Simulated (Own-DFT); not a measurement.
Simulation results for SiGe3 (diamond-structure random alloy, atoms displaced), Al3GaN4 (wurtzite random alloy, strained, atoms displaced)

All values are calculated (Own-DFT development build). A calculation, not a measurement: plane-wave density functional theory by an unreviewed code, no spin, of a simulated periodic cell, stress positive in tension, run twice, with PBE and with PBEsol, both on files made for PBE, so the change isn't that of files made for PBEsol, forces on such cells passed a denser k mesh, this cell's mesh not checked; the far tail of each file's local potential was reset to the Coulomb form; each entry is a single point on an unrelaxed cell, so the pressure reflects the starting lattice, mostly measured values (interpolated for alloys), from which strain is counted, and rises with the displacements; printed positions are rounded, which can move forces by about a meV/angstrom; the program, named Own-DFT, is a retired in-house code; no spin-orbit coupling; stress was not checked against mesh or cutoff.

Settings shared by all entries: functional PBE, then PBEsol; potential files PseudoDojo norm-conserving, scalar-relativistic, standard set; wave cutoff 42 hartree; occupations Fermi-Dirac; smearing width 0.1 eV.

```yaml
- entry: 1
  formula: SiGe3
  kind: "diamond-structure random alloy, atoms displaced"
  structure:
    cell_angstrom: [[11.2025, 0.0, 0.0], [0.0, 11.2025, 0.0], [0.0, 0.0, 11.2025]]
    atoms_fractional:
      - [Si, 0.99971, 0.99755, 0.00231]
      - [Ge, 0.00338, 0.24778, 0.24762]
      - [Ge, 0.25319, 0.00676, 0.25003]
      - [Si, 0.24229, 0.24254, 0.00046]
      - [Ge, 0.12625, 0.13381, 0.11993]
      - [Ge, 0.12713, 0.38397, 0.38154]
      - [Ge, 0.3717, 0.12569, 0.38049]
      - [Ge, 0.38646, 0.37222, 0.12245]
      - [Si, 0.0033, 0.99977, 0.49805]
      - [Si, 0.00263, 0.25077, 0.75674]
      - [Ge, 0.24661, 0.99904, 0.75498]
      - [Ge, 0.25567, 0.24997, 0.49287]
      - [Si, 0.12392, 0.12869, 0.62582]
      - [Ge, 0.12283, 0.37722, 0.88021]
      - [Ge, 0.36206, 0.13597, 0.86874]
      - [Ge, 0.36839, 0.37752, 0.62132]
      - [Ge, 0.99598, 0.49784, 0.00175]
      - [Si, 0.99983, 0.75322, 0.25431]
      - [Si, 0.24478, 0.49643, 0.24784]
      - [Ge, 0.24577, 0.74397, 0.00553]
      - [Ge, 0.11934, 0.62744, 0.12349]
      - [Si, 0.12664, 0.87196, 0.37078]
      - [Ge, 0.36643, 0.62876, 0.37449]
      - [Ge, 0.366, 0.87836, 0.11406]
      - [Ge, 0.00133, 0.49238, 0.49834]
      - [Si, 0.00611, 0.75287, 0.74649]
      - [Si, 0.24931, 0.49496, 0.75359]
      - [Ge, 0.24549, 0.75339, 0.50042]
      - [Ge, 0.11905, 0.62022, 0.6329]
      - [Si, 0.12143, 0.87012, 0.87517]
      - [Ge, 0.37197, 0.62832, 0.8738]
      - [Ge, 0.38549, 0.88256, 0.62776]
      - [Ge, 0.49712, 0.00063, 0.98851]
      - [Ge, 0.49768, 0.24616, 0.24845]
      - [Si, 0.74762, 0.9983, 0.24919]
      - [Ge, 0.75586, 0.25083, 0.00085]
      - [Si, 0.62233, 0.1206, 0.12181]
      - [Ge, 0.63269, 0.37667, 0.37499]
      - [Ge, 0.87632, 0.12801, 0.37425]
      - [Ge, 0.88524, 0.3703, 0.11864]
      - [Ge, 0.49948, 0.00404, 0.50085]
      - [Ge, 0.49867, 0.25968, 0.7506]
      - [Ge, 0.76092, 0.98827, 0.75212]
      - [Ge, 0.75272, 0.25584, 0.49543]
      - [Ge, 0.61987, 0.12246, 0.63441]
      - [Ge, 0.62954, 0.38197, 0.87349]
      - [Ge, 0.86796, 0.13085, 0.87896]
      - [Ge, 0.87556, 0.38182, 0.62256]
      - [Ge, 0.50659, 0.49577, 0.98623]
      - [Ge, 0.4956, 0.74913, 0.23877]
      - [Si, 0.74598, 0.50538, 0.24882]
      - [Ge, 0.75255, 0.75322, 0.00199]
      - [Ge, 0.63242, 0.62109, 0.12436]
      - [Ge, 0.62082, 0.87197, 0.37635]
      - [Si, 0.8732, 0.62184, 0.37704]
      - [Ge, 0.87577, 0.88349, 0.11897]
      - [Ge, 0.50884, 0.49248, 0.4983]
      - [Ge, 0.49245, 0.74667, 0.75389]
      - [Ge, 0.75477, 0.50077, 0.74962]
      - [Ge, 0.74532, 0.7475, 0.5061]
      - [Ge, 0.62621, 0.62493, 0.62707]
      - [Ge, 0.62984, 0.8729, 0.88104]
      - [Si, 0.87197, 0.63121, 0.86527]
      - [Ge, 0.87808, 0.87675, 0.61615]
  settings:
    k_mesh: "3 x 3 x 3 centred on Gamma"
  results:
    "PBE_pressure [GPa]": 3.75
    "PBE_stress_xx [GPa]": -3.71
    "PBE_stress_yy [GPa]": -3.75
    "PBE_stress_zz [GPa]": -3.79
    "PBE_stress_yz [GPa]": -0.24
    "PBE_stress_xz [GPa]": 1.25
    "PBE_stress_xy [GPa]": 0.06
    "PBEsol_pressure [GPa]": 1.04
    "PBEsol_stress_xx [GPa]": -0.99
    "PBEsol_stress_yy [GPa]": -1.03
    "PBEsol_stress_zz [GPa]": -1.08
    "PBEsol_stress_yz [GPa]": -0.23
    "PBEsol_stress_xz [GPa]": 1.19
    "PBEsol_stress_xy [GPa]": 0.05
    force_element: [Si, Ge, Ge, Si, Ge, Ge, Ge, Ge, Si, Si, Ge, Ge, Si, Ge, Ge, Ge, Ge, Si, Si, Ge, Ge, Si, Ge, Ge, Ge, Si, Si, Ge, Ge, Si, Ge, Ge, Ge, Ge, Si, Ge, Si, Ge, Ge, Ge, Ge, Ge, Ge, Ge, Ge, Ge, Ge, Ge, Ge, Ge, Si, Ge, Ge, Ge, Si, Ge, Ge, Ge, Ge, Ge, Ge, Ge, Si, Ge]
    "PBE_force_x [eV/angstrom]": [0.656, 0.171, -0.903, 1.352, -0.634, 0.584, 1.037, -1.91, 0.544, -0.42, -0.488, -1.689, -0.177, 0.561, 1.041, 0.677, -0.065, -0.674, 0.81, -0.36, -0.321, -0.359, 0.738, 0.968, -0.792, -1.162, -0.174, 0.17, 0.864, -0.011, -0.634, -1.604, -0.285, 1.155, -0.179, -1.885, 0.293, -0.532, -0.088, -1.517, 0.622, -0.265, -0.923, -0.131, 1.163, 0.943, 1.805, 0.397, -0.935, -0.161, 1.674, 0.566, -0.976, 0.199, 0.102, 0.077, -1.284, 1.51, -0.118, 0.733, -0.818, -0.708, 0.922, 0.849]
    "PBE_force_y [eV/angstrom]": [0.896, 0.717, -0.718, 2.114, -1.967, -1.535, -0.414, 0.29, 0.447, 0.006, -0.14, 0.287, -0.277, -0.566, -0.41, 0.276, 1.721, -0.197, 0.586, 0.63, -0.761, 0.872, -0.936, 0.326, 1.99, 0.063, 0.512, 0.106, -0.041, 0.311, -1.214, -0.67, 0.897, -0.297, 0.453, 0.202, -0.035, -0.256, -1.019, 0.544, 0.065, -0.237, 1.084, -1.012, 0.278, -1.573, -1.345, -1.588, 1.45, 0.073, -0.93, -0.933, 0.346, 0.171, 0.397, -0.689, 1.283, 0.696, 0.663, 0.056, -0.471, -0.205, 0.181, -0.552]
    "PBE_force_z [eV/angstrom]": [-1.069, 0.891, -0.224, -0.32, 0.582, -1.672, -1.008, -0.473, -0.387, -0.919, -0.83, 1.436, -0.083, -0.292, 0.44, 0.289, -1.306, -0.212, -0.421, -1.226, 1.335, 0.207, -0.438, 0.697, 0.386, 0.428, -0.09, 0.865, -0.538, 0.472, 0.317, 0.032, 0.408, 0.459, 0.023, 0.754, 0.237, -1.369, -0.205, 1.664, -0.246, -0.045, 0.059, 1.298, -0.405, -0.543, -0.876, 0.81, 1.627, 0.478, 0.291, -0.168, -0.6, -0.72, -0.433, 1.568, 0.091, -0.43, -0.136, -1.063, 0.515, -1.023, 0.823, 0.285]
    "PBEsol_force_x [eV/angstrom]": [0.598, 0.158, -0.839, 1.325, -0.639, 0.528, 1.001, -1.794, 0.459, -0.45, -0.389, -1.599, -0.095, 0.502, 1.046, 0.707, -0.025, -0.669, 0.791, -0.317, -0.3, -0.261, 0.734, 0.943, -0.736, -1.144, -0.172, 0.212, 0.841, 0.08, -0.57, -1.554, -0.303, 1.081, -0.135, -1.775, 0.245, -0.552, -0.086, -1.433, 0.592, -0.263, -0.906, -0.12, 1.11, 0.899, 1.688, 0.357, -0.891, -0.156, 1.591, 0.506, -0.99, 0.164, 0.105, 0.029, -1.235, 1.466, -0.162, 0.672, -0.784, -0.684, 0.856, 0.738]
    "PBEsol_force_y [eV/angstrom]": [0.916, 0.691, -0.665, 2.069, -1.912, -1.521, -0.388, 0.266, 0.437, 0.047, -0.117, 0.307, -0.269, -0.514, -0.45, 0.225, 1.62, -0.207, 0.578, 0.583, -0.741, 0.864, -0.867, 0.306, 1.885, 0.049, 0.5, 0.055, -0.051, 0.316, -1.14, -0.646, 0.827, -0.252, 0.404, 0.218, 0.005, -0.28, -0.913, 0.502, 0.053, -0.241, 1.05, -0.958, 0.27, -1.508, -1.297, -1.501, 1.398, 0.069, -0.952, -0.863, 0.392, 0.143, 0.386, -0.713, 1.237, 0.674, 0.602, 0.081, -0.46, -0.195, 0.139, -0.54]
    "PBEsol_force_z [eV/angstrom]": [-1.006, 0.847, -0.246, -0.317, 0.656, -1.575, -0.985, -0.451, -0.38, -0.85, -0.805, 1.365, -0.082, -0.24, 0.382, 0.239, -1.233, -0.295, -0.408, -1.155, 1.225, 0.208, -0.403, 0.677, 0.413, 0.324, -0.088, 0.856, -0.593, 0.475, 0.332, 0.038, 0.369, 0.469, 0.059, 0.687, 0.194, -1.268, -0.204, 1.572, -0.222, -0.048, 0.063, 1.242, -0.404, -0.531, -0.833, 0.747, 1.573, 0.476, 0.249, -0.138, -0.63, -0.663, -0.344, 1.493, 0.096, -0.416, -0.176, -0.986, 0.495, -0.987, 0.842, 0.298]
    "rms_change_of_force_components_from_PBE_to_PBEsol [eV/angstrom]": 0.05
- entry: 2
  formula: Al3GaN4
  kind: "wurtzite random alloy, strained, atoms displaced"
  structure:
    cell_angstrom: [[9.6286, 0.0, 0.0], [-4.8143, 8.3386, 0.0], [0.0, 0.0, 10.0655]]
    atoms_fractional:
      - [Ga, 0.11054, 0.2191, 0.00101]
      - [Al, 0.22481, 0.11269, 0.25291]
      - ["N", 0.11018, 0.22312, 0.18969]
      - ["N", 0.23251, 0.11778, 0.45402]
      - [Al, 0.11856, 0.22227, 0.48882]
      - [Al, 0.21568, 0.10809, 0.74693]
      - ["N", 0.09991, 0.21006, 0.69289]
      - ["N", 0.22463, 0.11303, 0.93239]
      - [Al, 0.10818, 0.55592, 0.99505]
      - [Al, 0.22251, 0.44232, 0.24607]
      - ["N", 0.11038, 0.56009, 0.19074]
      - ["N", 0.22341, 0.44378, 0.44318]
      - [Ga, 0.10669, 0.54798, 0.49406]
      - [Al, 0.22316, 0.44617, 0.75067]
      - ["N", 0.10468, 0.54317, 0.68513]
      - ["N", 0.23271, 0.44412, 0.95117]
      - [Al, 0.11297, 0.88854, 0.00256]
      - [Al, 0.20789, 0.77411, 0.25116]
      - ["N", 0.10686, 0.89562, 0.18933]
      - ["N", 0.23035, 0.78339, 0.4357]
      - [Al, 0.11757, 0.90356, 0.51013]
      - [Al, 0.21334, 0.76428, 0.74949]
      - ["N", 0.11145, 0.89665, 0.69022]
      - ["N", 0.22045, 0.77548, 0.94754]
      - [Al, 0.44689, 0.22733, 0.00389]
      - [Al, 0.54672, 0.11014, 0.24884]
      - ["N", 0.45007, 0.22994, 0.18373]
      - ["N", 0.54962, 0.09918, 0.43216]
      - [Ga, 0.44732, 0.22822, 0.5041]
      - [Al, 0.55466, 0.11279, 0.75035]
      - ["N", 0.44227, 0.21506, 0.6892]
      - ["N", 0.54863, 0.10385, 0.93624]
      - [Al, 0.44339, 0.54605, 0.99588]
      - [Al, 0.55527, 0.44319, 0.25086]
      - ["N", 0.45074, 0.55633, 0.19322]
      - ["N", 0.5559, 0.44329, 0.44567]
      - [Al, 0.43805, 0.54772, 0.49794]
      - [Ga, 0.55664, 0.44631, 0.74307]
      - ["N", 0.448, 0.54482, 0.69801]
      - ["N", 0.56719, 0.44281, 0.93329]
      - [Ga, 0.43106, 0.88021, 0.00866]
      - [Al, 0.55491, 0.77382, 0.24705]
      - ["N", 0.43499, 0.89408, 0.18712]
      - ["N", 0.54844, 0.77658, 0.44863]
      - [Al, 0.45146, 0.88954, 0.49694]
      - [Al, 0.55463, 0.78294, 0.7456]
      - ["N", 0.43573, 0.8833, 0.69479]
      - ["N", 0.56152, 0.7876, 0.93808]
      - [Al, 0.77792, 0.22013, 0.00417]
      - [Al, 0.88418, 0.10571, 0.24495]
      - ["N", 0.76439, 0.21953, 0.18274]
      - ["N", 0.8895, 0.11085, 0.4416]
      - [Al, 0.77753, 0.22421, 0.50439]
      - [Ga, 0.8926, 0.11754, 0.7531]
      - ["N", 0.78241, 0.22206, 0.69029]
      - ["N", 0.89294, 0.09785, 0.93948]
      - [Al, 0.76688, 0.54635, 0.00722]
      - [Al, 0.88775, 0.44464, 0.25112]
      - ["N", 0.788, 0.56591, 0.19165]
      - ["N", 0.89321, 0.44314, 0.44375]
      - [Al, 0.7801, 0.55834, 0.50832]
      - [Ga, 0.88978, 0.44407, 0.7504]
      - ["N", 0.77334, 0.55969, 0.69516]
      - ["N", 0.89416, 0.44256, 0.93949]
      - [Al, 0.7848, 0.8889, 0.01105]
      - [Ga, 0.89211, 0.77106, 0.25083]
      - ["N", 0.77418, 0.88872, 0.19392]
      - ["N", 0.88509, 0.77495, 0.44035]
      - [Ga, 0.78023, 0.89124, 0.49785]
      - [Al, 0.88832, 0.77176, 0.74414]
      - ["N", 0.77438, 0.8815, 0.69128]
      - ["N", 0.88691, 0.76982, 0.93795]
  settings:
    k_mesh: "4 x 4 x 3 centred on Gamma"
  results:
    "PBE_pressure [GPa]": -2.83
    "PBE_stress_xx [GPa]": 5.98
    "PBE_stress_yy [GPa]": 5.79
    "PBE_stress_zz [GPa]": -3.29
    "PBE_stress_yz [GPa]": -0.14
    "PBE_stress_xz [GPa]": -0.39
    "PBE_stress_xy [GPa]": -0.96
    "PBEsol_pressure [GPa]": -5.79
    "PBEsol_stress_xx [GPa]": 8.92
    "PBEsol_stress_yy [GPa]": 8.67
    "PBEsol_stress_zz [GPa]": -0.23
    "PBEsol_stress_yz [GPa]": -0.15
    "PBEsol_stress_xz [GPa]": -0.41
    "PBEsol_stress_xy [GPa]": -0.93
    force_element: [Ga, Al, "N", "N", Al, Al, "N", "N", Al, Al, "N", "N", Ga, Al, "N", "N", Al, Al, "N", "N", Al, Al, "N", "N", Al, Al, "N", "N", Ga, Al, "N", "N", Al, Al, "N", "N", Al, Ga, "N", "N", Ga, Al, "N", "N", Al, Al, "N", "N", Al, Al, "N", "N", Al, Ga, "N", "N", Al, Al, "N", "N", Al, Ga, "N", "N", Al, Ga, "N", "N", Ga, Al, "N", "N"]
    "PBE_force_x [eV/angstrom]": [0.518, -0.117, 0.212, -1.631, -1.816, 0.502, 2.073, 0.902, 0.841, -0.331, 0.098, 0.819, 0.771, 0.816, 0.944, -2.123, -0.872, 1.26, 1.474, -1.241, 0.588, 0.179, 0.497, -1.752, 0.38, 0.707, -0.863, 0.694, 1.673, 0.135, -0.168, 0.299, 1.267, 0.431, -0.438, 0.321, 0.547, 1.078, -3.861, -1.746, 2.026, -1.022, 0.519, 1.005, -1.743, 0.736, 0.171, 0.556, -0.345, -0.498, 1.187, 0.133, 0.325, -0.322, -2.033, -1.723, 1.841, 0.27, -0.682, -2.456, -0.011, -0.855, 2.018, -0.679, -0.604, -1.165, -0.003, 1.554, -0.546, -0.962, -0.048, 0.286]
    "PBE_force_y [eV/angstrom]": [-0.238, 0.16, -0.354, -0.878, -0.086, 0.811, 2.544, -0.532, -0.193, 0.84, -1.107, -0.886, 1.839, -1.345, 1.508, 0.504, 0.112, 0.916, 0.495, 0.006, -1.924, 1.558, -2.082, -1.189, -1.052, -0.293, -0.42, 1.77, -0.834, -0.951, 0.123, 1.642, 2.136, 0.668, -0.583, 1.348, 1.248, -1.907, 1.97, -0.592, 1.049, 0.775, -0.878, -1.319, -0.343, -0.481, 0.271, -1.646, -0.8, 0.766, 0.518, 1.347, -0.918, -2.179, -0.263, 1.14, 1.594, -0.366, -3.594, -0.725, -0.112, -0.346, -0.225, -0.461, -1.135, 2.027, -0.074, 0.032, -0.434, 1.619, 0.131, 0.276]
    "PBE_force_z [eV/angstrom]": [-1.011, -0.242, 2.04, -2.675, 1.911, 0.341, -1.425, 1.57, 1.159, 0.001, 0.023, -1.294, 0.022, 0.169, 1.48, -1.599, -1.387, -0.264, 0.352, 1.041, -1.796, -0.012, 0.852, -1.714, -2.789, -0.742, 2.097, 1.226, -0.322, 0.196, 1.17, 0.898, 0.013, 0.396, -0.32, -1.113, 0.877, 1.051, -1.765, 2.177, -2.617, 0.647, 3.217, -1.603, 0.795, 0.861, -0.976, 0.755, -2.265, 0.835, 2.148, -1.177, -1.116, -0.432, -0.256, 1.941, -1.598, -0.36, -0.07, -0.802, -1.057, -0.064, -1.458, 1.369, -2.542, 0.501, 0.382, 1.162, 0.647, 1.449, 0.155, 0.935]
    "PBEsol_force_x [eV/angstrom]": [0.511, -0.107, 0.212, -1.434, -1.826, 0.497, 1.875, 0.774, 0.861, -0.338, 0.099, 0.651, 0.743, 0.804, 0.783, -2.142, -0.876, 1.234, 1.321, -1.228, 0.581, 0.155, 0.501, -1.574, 0.366, 0.692, -0.857, 0.591, 1.605, 0.159, -0.188, 0.288, 1.291, 0.444, -0.438, 0.323, 0.561, 1.055, -3.629, -1.759, 1.971, -1.026, 0.515, 1.141, -1.75, 0.725, 0.155, 0.435, -0.325, -0.495, 1.17, 0.129, 0.321, -0.284, -1.869, -1.59, 1.861, 0.278, -0.679, -2.273, -0.002, -0.818, 1.951, -0.707, -0.581, -1.143, 0.114, 1.42, -0.529, -0.94, -0.037, 0.282]
    "PBEsol_force_y [eV/angstrom]": [-0.235, 0.171, -0.367, -0.768, -0.087, 0.825, 2.442, -0.457, -0.205, 0.852, -1.106, -0.794, 1.771, -1.369, 1.413, 0.334, 0.122, 0.905, 0.394, -0.107, -1.932, 1.55, -2.076, -1.077, -1.054, -0.275, -0.42, 1.827, -0.811, -0.946, 0.269, 1.489, 2.134, 0.669, -0.589, 1.165, 1.242, -1.849, 1.867, -0.594, 1.038, 0.782, -0.896, -1.254, -0.335, -0.49, 0.281, -1.569, -0.805, 0.772, 0.514, 1.175, -0.915, -2.114, -0.192, 1.237, 1.595, -0.364, -3.361, -0.615, -0.135, -0.358, -0.405, -0.456, -1.146, 1.979, -0.148, 0.123, -0.418, 1.631, 0.259, 0.265]
    "PBEsol_force_z [eV/angstrom]": [-0.988, -0.239, 1.856, -2.591, 1.914, 0.316, -1.358, 1.625, 1.152, -0.017, 0.022, -1.239, 0.043, 0.172, 1.353, -1.538, -1.39, -0.295, 0.417, 1.095, -1.826, -0.02, 0.885, -1.634, -2.801, -0.766, 2.104, 1.277, -0.29, 0.168, 1.025, 0.97, 0.009, 0.399, -0.322, -1.031, 0.878, 1.048, -1.685, 1.973, -2.552, 0.641, 3.001, -1.552, 0.816, 0.833, -0.959, 0.808, -2.311, 0.821, 2.169, -1.104, -1.123, -0.418, -0.118, 1.802, -1.609, -0.36, 0.02, -0.727, -1.068, -0.05, -1.33, 1.192, -2.536, 0.497, 0.445, 1.043, 0.646, 1.44, 0.044, 0.93]
    "rms_change_of_force_components_from_PBE_to_PBEsol [eV/angstrom]": 0.075
```
